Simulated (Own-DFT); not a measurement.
## Calculated data, GaP (zincblende, strained, atoms displaced)

A calculation, not a measurement: plane-wave PBE density functional theory by an unreviewed code, no spin, of a simulated periodic cell, stress positive in tension, free energy of the whole cell less one offset for each atom, forces on such cells passed a denser k mesh, this cell's mesh not checked; offsets are fitted by least squares, one for each functional and potential file, so energies compare only between cells with the same atoms and settings and are not formation energies; the far tail of each file's local potential was reset to the Coulomb form; each entry is a single point on an unrelaxed cell, so the pressure reflects the starting lattice, mostly measured values (interpolated for alloys), from which strain is counted, and rises with the displacements; printed positions are rounded, which can move forces by about a meV/angstrom; the program, named Own-DFT, is a retired in-house code; no spin-orbit coupling. Program: Own-DFT development build.

Settings shared by all entries: functional PBE; potential files PseudoDojo norm-conserving, scalar-relativistic, standard set; wave cutoff 42 hartree; occupations Fermi-Dirac; smearing width 0.1 eV; hardware one NVIDIA H100; k mesh 3 x 3 x 3 centred on Gamma.

```json
{"entry": 1, "formula": "GaP", "kind": "zincblende, strained, atoms displaced", "structure": {"cell_angstrom": [[10.862, 0.0, 0.0], [0.0, 10.862, 0.0], [0.0, 0.0, 10.9361]], "atoms_fractional": [["Ga", 0.99764, 0.99608, 0.99358], ["Ga", 0.00219, 0.25259, 0.24959], ["Ga", 0.25185, 0.00063, 0.25355], ["Ga", 0.24873, 0.25238, 0.99762], ["P", 0.12326, 0.12399, 0.12537], ["P", 0.12661, 0.38016, 0.37328], ["P", 0.37246, 0.12279, 0.37188], ["P", 0.37748, 0.37028, 0.12425], ["Ga", 0.00089, 0.99934, 0.5012], ["Ga", 0.99855, 0.25041, 0.75147], ["Ga", 0.2479, 0.99623, 0.75154], ["Ga", 0.25222, 0.25188, 0.50077], ["P", 0.12465, 0.12278, 0.62037], ["P", 0.13067, 0.3714, 0.87467], ["P", 0.37071, 0.12745, 0.87584], ["P", 0.37032, 0.37766, 0.62324], ["Ga", 0.99926, 0.49513, 0.00196], ["Ga", 0.00143, 0.74878, 0.24564], ["Ga", 0.25095, 0.50436, 0.24915], ["Ga", 0.25026, 0.75164, 0.00053], ["P", 0.12407, 0.61887, 0.1218], ["P", 0.12432, 0.8783, 0.37855], ["P", 0.37541, 0.62203, 0.3779], ["P", 0.37666, 0.87234, 0.12416], ["Ga", 0.00251, 0.49853, 0.49994], ["Ga", 0.00178, 0.75153, 0.74744], ["Ga", 0.24844, 0.50381, 0.74615], ["Ga", 0.25296, 0.75314, 0.49729], ["P", 0.12545, 0.62321, 0.62593], ["P", 0.12813, 0.8781, 0.87334], ["P", 0.37221, 0.62221, 0.87453], ["P", 0.36978, 0.87223, 0.62519], ["Ga", 0.49772, 0.00126, 0.0023], ["Ga", 0.50228, 0.25006, 0.25072], ["Ga", 0.74993, 0.00062, 0.25292], ["Ga", 0.75424, 0.2502, 0.99989], ["P", 0.62716, 0.11993, 0.12699], ["P", 0.62243, 0.37616, 0.3758], ["P", 0.87619, 0.12619, 0.37216], ["P", 0.87481, 0.37399, 0.12673], ["Ga", 0.5013, 0.98879, 0.49465], ["Ga", 0.49965, 0.25056, 0.75141], ["Ga", 0.74898, 0.00302, 0.75128], ["Ga", 0.75267, 0.25068, 0.50191], ["P", 0.63055, 0.13004, 0.62565], ["P", 0.62936, 0.37931, 0.87838], ["P", 0.87188, 0.11735, 0.87792], ["P", 0.87033, 0.37199, 0.62146], ["Ga", 0.50024, 0.5008, 0.99824], ["Ga", 0.50095, 0.75431, 0.25161], ["Ga", 0.752, 0.49669, 0.25227], ["Ga", 0.75215, 0.74841, 0.00098], ["P", 0.62224, 0.62245, 0.12138], ["P", 0.61771, 0.87033, 0.37925], ["P", 0.87385, 0.63073, 0.37811], ["P", 0.87322, 0.8725, 0.12817], ["Ga", 0.49924, 0.50425, 0.4975], ["Ga", 0.49537, 0.74355, 0.74992], ["Ga", 0.75038, 0.49809, 0.74909], ["Ga", 0.75208, 0.74977, 0.50496], ["P", 0.62303, 0.62644, 0.62522], ["P", 0.62517, 0.87299, 0.87571], ["P", 0.87578, 0.62894, 0.87444], ["P", 0.87742, 0.87747, 0.6252]]}, "results": {"free_energy_of_cell_above_offsets [eV]": "-34.850", "pressure [GPa]": 3.25, "stress_xx [GPa]": -3.45, "stress_yy [GPa]": -3.36, "stress_zz [GPa]": -2.95, "stress_yz [GPa]": -0.41, "stress_xz [GPa]": -0.26, "stress_xy [GPa]": 0.05, "force_element": ["Ga", "Ga", "Ga", "Ga", "P", "P", "P", "P", "Ga", "Ga", "Ga", "Ga", "P", "P", "P", "P", "Ga", "Ga", "Ga", "Ga", "P", "P", "P", "P", "Ga", "Ga", "Ga", "Ga", "P", "P", "P", "P", "Ga", "Ga", "Ga", "Ga", "P", "P", "P", "P", "Ga", "Ga", "Ga", "Ga", "P", "P", "P", "P", "Ga", "Ga", "Ga", "Ga", "P", "P", "P", "P", "Ga", "Ga", "Ga", "Ga", "P", "P", "P", "P"], "force_x [eV/angstrom]": [0.247, 0.125, -0.474, 0.106, 0.107, 0.077, 0.795, -0.221, -0.363, 0.013, 0.352, -0.355, 0.124, -0.929, 0.473, 0.877, -0.056, 0.186, 0.343, -0.145, 0.193, 0.065, -0.153, -0.4, -0.482, 0.067, 0.04, -0.583, -0.169, -0.483, -0.053, 0.754, 0.195, -0.049, -0.136, -0.447, -0.129, 0.358, 0.046, 0.076, -0.816, 0.052, -0.276, -0.432, -1.004, -0.354, 0.375, 0.985, -0.32, -0.272, -0.341, -0.406, 0.431, 1.883, 0.324, 0.173, 0.191, 0.239, 0.084, -0.317, 0.242, -0.349, 0.291, -0.374], "force_y [eV/angstrom]": [0.018, -0.171, -0.318, -0.558, -0.137, -0.529, 0.407, 0.631, 0.301, -0.435, 0.865, -0.279, 0.434, 0.75, -0.448, -0.029, 0.074, 0.044, -0.534, -0.332, 0.772, -0.623, 0.87, 0.369, 0.239, -0.082, -0.491, -0.546, 0.59, -0.818, 0.093, 0.241, -0.083, -0.399, -0.451, -0.313, 0.694, -0.195, -0.011, -0.036, 1.632, 0.298, -0.582, -0.261, -0.806, -0.643, 1.086, 0.64, -0.279, -1.092, 0.622, 0.069, 0.337, -0.109, -0.696, 0.278, -0.577, 0.683, 0.467, 0.25, -0.371, 0.083, -0.634, 0.034], "force_z [eV/angstrom]": [1.091, 0.048, -0.714, 0.801, -0.341, 0.073, 0.719, 0.023, -0.318, -0.145, -0.544, -0.42, 0.712, -0.396, -0.219, 0.245, -0.74, 0.513, -0.188, -0.081, 0.107, -0.726, -0.743, 0.347, 0.052, 0.218, 0.438, 0.078, -0.523, 0.308, 0.195, 0.294, -0.455, -0.069, 0.203, 0.222, -0.235, 0.187, 0.46, -0.013, 1.229, -0.049, -0.218, -0.904, -0.257, -0.309, -0.377, 0.635, 0.181, -0.427, -0.044, 0.053, 0.765, -0.606, -0.36, -0.342, 0.539, 0.148, -0.042, -0.055, 0.072, -0.186, -0.11, 0.201], "wall_time [s]": 498.4}}
{"entry": 2, "formula": "GaP", "kind": "zincblende, strained, atoms displaced", "structure": {"cell_angstrom": [[10.862, 0.0, 0.0], [0.0, 10.862, 0.0], [0.0, 0.0, 10.9361]], "atoms_fractional": [["Ga", 0.99728, 0.99983, 0.99881], ["Ga", 0.99852, 0.25172, 0.24958], ["Ga", 0.24647, 0.99971, 0.25099], ["Ga", 0.25398, 0.24914, 0.00604], ["P", 0.1221, 0.12241, 0.12868], ["P", 0.12115, 0.36861, 0.37961], ["P", 0.38193, 0.12755, 0.37293], ["P", 0.37428, 0.37346, 0.12512], ["Ga", 0.9987, 0.00185, 0.50151], ["Ga", 0.99693, 0.24968, 0.75021], ["Ga", 0.24944, 0.99779, 0.75151], ["Ga", 0.24994, 0.25414, 0.50035], ["P", 0.12074, 0.12251, 0.63103], ["P", 0.12169, 0.37056, 0.87557], ["P", 0.37701, 0.12559, 0.87515], ["P", 0.37441, 0.37243, 0.62351], ["Ga", 0.99935, 0.49892, 0.99953], ["Ga", 0.00036, 0.75524, 0.24981], ["Ga", 0.24668, 0.50194, 0.24788], ["Ga", 0.24589, 0.74923, 0.99783], ["P", 0.12535, 0.62346, 0.12871], ["P", 0.11882, 0.87683, 0.37082], ["P", 0.37164, 0.62754, 0.37041], ["P", 0.3743, 0.87405, 0.13059], ["Ga", 0.99771, 0.50537, 0.49777], ["Ga", 0.00197, 0.74893, 0.75183], ["Ga", 0.25102, 0.50451, 0.74967], ["Ga", 0.25423, 0.75124, 0.50128], ["P", 0.1245, 0.62322, 0.62843], ["P", 0.12291, 0.87246, 0.87541], ["P", 0.37674, 0.62136, 0.87578], ["P", 0.37465, 0.87277, 0.62911], ["Ga", 0.50066, 0.99873, 0.00151], ["Ga", 0.49704, 0.25275, 0.252], ["Ga", 0.74928, 0.00208, 0.24932], ["Ga", 0.74476, 0.25226, 0.00059], ["P", 0.62607, 0.12535, 0.12174], ["P", 0.62669, 0.37905, 0.37522], ["P", 0.87655, 0.12473, 0.37551], ["P", 0.87705, 0.38002, 0.12708], ["Ga", 0.49962, 0.00019, 0.50388], ["Ga", 0.49965, 0.24723, 0.7526], ["Ga", 0.75144, 0.00089, 0.74797], ["Ga", 0.7461, 0.25365, 0.50106], ["P", 0.62688, 0.12163, 0.62403], ["P", 0.62361, 0.36922, 0.87306], ["P", 0.87609, 0.12598, 0.8689], ["P", 0.87449, 0.37595, 0.62156], ["Ga", 0.49618, 0.49516, 0.00026], ["Ga", 0.49719, 0.75577, 0.24985], ["Ga", 0.75129, 0.4973, 0.24826], ["Ga", 0.74885, 0.74841, 0.00083], ["P", 0.6246, 0.62275, 0.12368], ["P", 0.62448, 0.87548, 0.37592], ["P", 0.88062, 0.6286, 0.37511], ["P", 0.88463, 0.87929, 0.12456], ["Ga", 0.49785, 0.50193, 0.50118], ["Ga", 0.50344, 0.75263, 0.74806], ["Ga", 0.75109, 0.4982, 0.74745], ["Ga", 0.74704, 0.74615, 0.50301], ["P", 0.626, 0.62654, 0.62428], ["P", 0.62326, 0.87999, 0.875], ["P", 0.86974, 0.62549, 0.87306], ["P", 0.87139, 0.87612, 0.62752]]}, "results": {"free_energy_of_cell_above_offsets [eV]": "-34.926", "pressure [GPa]": 3.24, "stress_xx [GPa]": -3.38, "stress_yy [GPa]": -3.39, "stress_zz [GPa]": -2.94, "stress_yz [GPa]": 0.31, "stress_xz [GPa]": -0.35, "stress_xy [GPa]": -0.08, "force_element": ["Ga", "Ga", "Ga", "Ga", "P", "P", "P", "P", "Ga", "Ga", "Ga", "Ga", "P", "P", "P", "P", "Ga", "Ga", "Ga", "Ga", "P", "P", "P", "P", "Ga", "Ga", "Ga", "Ga", "P", "P", "P", "P", "Ga", "Ga", "Ga", "Ga", "P", "P", "P", "P", "Ga", "Ga", "Ga", "Ga", "P", "P", "P", "P", "Ga", "Ga", "Ga", "Ga", "P", "P", "P", "P", "Ga", "Ga", "Ga", "Ga", "P", "P", "P", "P"], "force_x [eV/angstrom]": [0.509, -0.081, 0.429, -0.777, 0.211, 0.205, -1.135, -0.061, -0.1, 0.156, -0.051, -0.019, 0.699, 0.656, -0.465, 0.218, 0.083, 0.068, 0.075, 0.545, -0.532, 0.928, 0.355, -0.493, 0.448, -0.579, -0.136, -0.858, 0.092, 0.154, 0.029, 0.019, -0.392, 0.88, 0.275, 1.009, -0.35, -0.439, -0.552, -0.295, -0.049, 0.058, -0.194, 0.325, -0.269, 0.015, -0.546, 0.137, 0.568, 0.642, 0.047, 0.115, -0.31, 0.126, -0.971, -1.651, -0.086, -0.08, -0.285, 0.58, -0.414, 0.431, 0.554, 0.523], "force_y [eV/angstrom]": [0.562, -0.291, 0.221, -0.394, 0.384, 1.075, -0.507, 0.39, -0.262, 0.349, 0.193, -1.08, 0.261, 0.403, -0.389, 0.45, 0.372, -0.644, -0.771, -0.198, 0.409, 0.04, -0.278, 0.378, -0.542, 0.017, -0.921, -0.032, 0.414, 0.385, 0.688, 0.413, 0.083, 0.053, -0.158, -0.181, 0.112, -0.14, 0.398, -0.798, -0.142, -0.117, -0.007, -0.48, 0.568, 0.922, -0.02, 0.035, 0.122, -0.732, 0.769, 0.548, 0.164, -0.06, 0.055, -0.566, 0.092, -0.367, -0.111, 0.578, -0.54, -0.493, -0.163, -0.521], "force_z [eV/angstrom]": [-0.482, 0.085, 0.256, -0.553, -0.576, -0.547, 0.612, 0.473, 0.058, -0.277, 0.216, 0.134, -0.664, 0.078, 0.318, 0.519, -0.234, -0.227, 0.614, 0.435, -0.68, 1.216, 0.434, -1.073, 0.31, -0.246, 0.229, -0.275, -0.611, 0.108, -0.107, -0.384, 0.125, -0.376, 0.052, -0.08, 0.622, -0.032, 0.051, -0.47, -0.316, -0.706, 0.334, -0.283, 0.2, -0.002, 1.017, 0.178, -0.138, 0.157, 0.374, 0.061, 0.29, 0.038, -0.366, 0.025, -0.295, 0.565, 0.158, -0.542, 0.316, 0.04, 0.211, -0.367], "wall_time [s]": 495.5}}
{"entry": 3, "formula": "GaP", "kind": "zincblende, strained, atoms displaced", "structure": {"cell_angstrom": [[10.862, 0.0, 0.0], [0.0, 10.862, 0.0], [0.0, 0.0, 10.9361]], "atoms_fractional": [["Ga", 0.99751, 0.9977, 0.99935], ["Ga", 0.00533, 0.24585, 0.25426], ["Ga", 0.25354, 0.9997, 0.25127], ["Ga", 0.25065, 0.249, 0.99347], ["P", 0.12873, 0.12445, 0.12836], ["P", 0.12772, 0.37247, 0.37574], ["P", 0.37493, 0.12185, 0.37599], ["P", 0.37384, 0.37351, 0.12069], ["Ga", 0.99693, 0.00141, 0.50152], ["Ga", 0.99793, 0.24727, 0.74865], ["Ga", 0.25252, 0.00208, 0.74791], ["Ga", 0.24508, 0.25284, 0.50212], ["P", 0.12535, 0.125, 0.62297], ["P", 0.11928, 0.37448, 0.87433], ["P", 0.37802, 0.1266, 0.87438], ["P", 0.37648, 0.37314, 0.62948], ["Ga", 0.0091, 0.49768, 0.00032], ["Ga", 0.00031, 0.74202, 0.24928], ["Ga", 0.25346, 0.50047, 0.24907], ["Ga", 0.24956, 0.75325, 0.00381], ["P", 0.12879, 0.62688, 0.12264], ["P", 0.13094, 0.88158, 0.37067], ["P", 0.38056, 0.62116, 0.37437], ["P", 0.37422, 0.8732, 0.12438], ["Ga", 0.99764, 0.50004, 0.50189], ["Ga", 0.99832, 0.74999, 0.7504], ["Ga", 0.25087, 0.50184, 0.75136], ["Ga", 0.24992, 0.7494, 0.49146], ["P", 0.12797, 0.62752, 0.62956], ["P", 0.12497, 0.86928, 0.86998], ["P", 0.37239, 0.62928, 0.87643], ["P", 0.37206, 0.87832, 0.63047], ["Ga", 0.50021, 0.99981, 0.00548], ["Ga", 0.50565, 0.2474, 0.25024], ["Ga", 0.75247, 0.00383, 0.25025], ["Ga", 0.74828, 0.24986, 0.00016], ["P", 0.62462, 0.12804, 0.12254], ["P", 0.61937, 0.37584, 0.37703], ["P", 0.86791, 0.12473, 0.37998], ["P", 0.87217, 0.36827, 0.12665], ["Ga", 0.49897, 0.0006, 0.49568], ["Ga", 0.50138, 0.25472, 0.74987], ["Ga", 0.75157, 0.99665, 0.74983], ["Ga", 0.74922, 0.24528, 0.50219], ["P", 0.6206, 0.125, 0.62376], ["P", 0.62494, 0.37673, 0.87871], ["P", 0.87353, 0.12851, 0.86973], ["P", 0.87698, 0.37942, 0.62162], ["Ga", 0.49906, 0.50017, 5e-05], ["Ga", 0.50249, 0.74964, 0.25181], ["Ga", 0.7464, 0.50282, 0.24867], ["Ga", 0.74837, 0.74604, 0.00131], ["P", 0.62522, 0.62666, 0.12827], ["P", 0.62865, 0.87535, 0.3773], ["P", 0.87448, 0.62207, 0.3788], ["P", 0.87288, 0.87252, 0.12557], ["Ga", 0.50276, 0.49733, 0.50155], ["Ga", 0.50273, 0.75236, 0.75525], ["Ga", 0.74926, 0.50218, 0.74677], ["Ga", 0.75125, 0.75238, 0.50023], ["P", 0.62734, 0.62286, 0.62876], ["P", 0.62476, 0.87507, 0.87427], ["P", 0.87646, 0.62159, 0.87634], ["P", 0.87361, 0.87784, 0.62431]]}, "results": {"free_energy_of_cell_above_offsets [eV]": "-34.911", "pressure [GPa]": 3.22, "stress_xx [GPa]": -3.36, "stress_yy [GPa]": -3.39, "stress_zz [GPa]": -2.9, "stress_yz [GPa]": -0.19, "stress_xz [GPa]": 0.1, "stress_xy [GPa]": 0.09, "force_element": ["Ga", "Ga", "Ga", "Ga", "P", "P", "P", "P", "Ga", "Ga", "Ga", "Ga", "P", "P", "P", "P", "Ga", "Ga", "Ga", "Ga", "P", "P", "P", "P", "Ga", "Ga", "Ga", "Ga", "P", "P", "P", "P", "Ga", "Ga", "Ga", "Ga", "P", "P", "P", "P", "Ga", "Ga", "Ga", "Ga", "P", "P", "P", "P", "Ga", "Ga", "Ga", "Ga", "P", "P", "P", "P", "Ga", "Ga", "Ga", "Ga", "P", "P", "P", "P"], "force_x [eV/angstrom]": [0.355, -0.696, 0.241, -0.294, -0.211, -0.345, -0.037, 0.222, 0.377, 0.148, -0.449, 0.874, -0.233, 0.878, 0.002, -0.468, -1.168, 0.041, -0.074, -0.038, -0.133, -1.274, -0.286, 0.384, 1.008, -0.283, -0.043, 0.224, -0.321, 0.121, 0.347, 0.727, -0.089, -0.974, -0.347, 0.241, 0.323, 1.013, 1.103, 0.685, -0.077, 0.266, -0.504, -0.411, 0.339, 0.207, -0.166, -0.572, -0.148, -0.084, 0.355, 0.182, -0.34, -0.333, -0.063, 0.164, -0.364, -0.518, 0.42, -0.062, -0.529, 0.33, -0.007, 0.367], "force_y [eV/angstrom]": [0.13, 0.031, 0.29, 0.086, -0.207, 0.858, 0.847, -0.177, -0.127, 0.51, 0.128, -0.345, -0.032, -0.34, -0.321, 0.471, 0.059, 0.777, -0.269, -0.037, -0.463, -0.9, 0.262, 0.186, 0.227, -0.209, -0.237, 0.164, -0.125, 1.006, -0.294, -0.782, -0.032, 0.301, -0.399, 0.032, -0.587, -0.322, 0.03, 0.726, -0.41, -0.448, 0.589, 0.952, -0.189, 0.125, -0.598, -0.918, 0.336, 0.279, -0.686, 0.25, -0.192, 0.149, 0.257, 0.033, 0.216, -0.222, -0.55, -0.394, 0.755, 0.199, 0.1, -0.551], "force_z [eV/angstrom]": [-0.128, -0.102, -0.517, 0.397, -0.695, -0.126, -0.155, 0.428, -0.363, -0.437, 0.553, 0.008, 0.336, -0.499, -0.029, -0.526, 0.464, 0.262, -0.091, -0.693, 0.475, 0.413, 0.157, 0.493, -0.091, -0.169, 0.174, 0.802, -0.939, 0.608, 0.194, -1.101, -0.593, 0.034, -0.27, -0.367, 0.334, -0.244, -0.537, 0.229, 0.694, 0.336, -0.078, 0.228, 0.4, -0.532, 0.714, 0.491, 0.092, 0.061, 0.342, -0.304, -0.507, -0.437, -0.414, 0.108, 0.513, -0.622, 0.687, 0.257, -0.588, 0.687, 0.076, 0.107], "wall_time [s]": 509.1}}
```
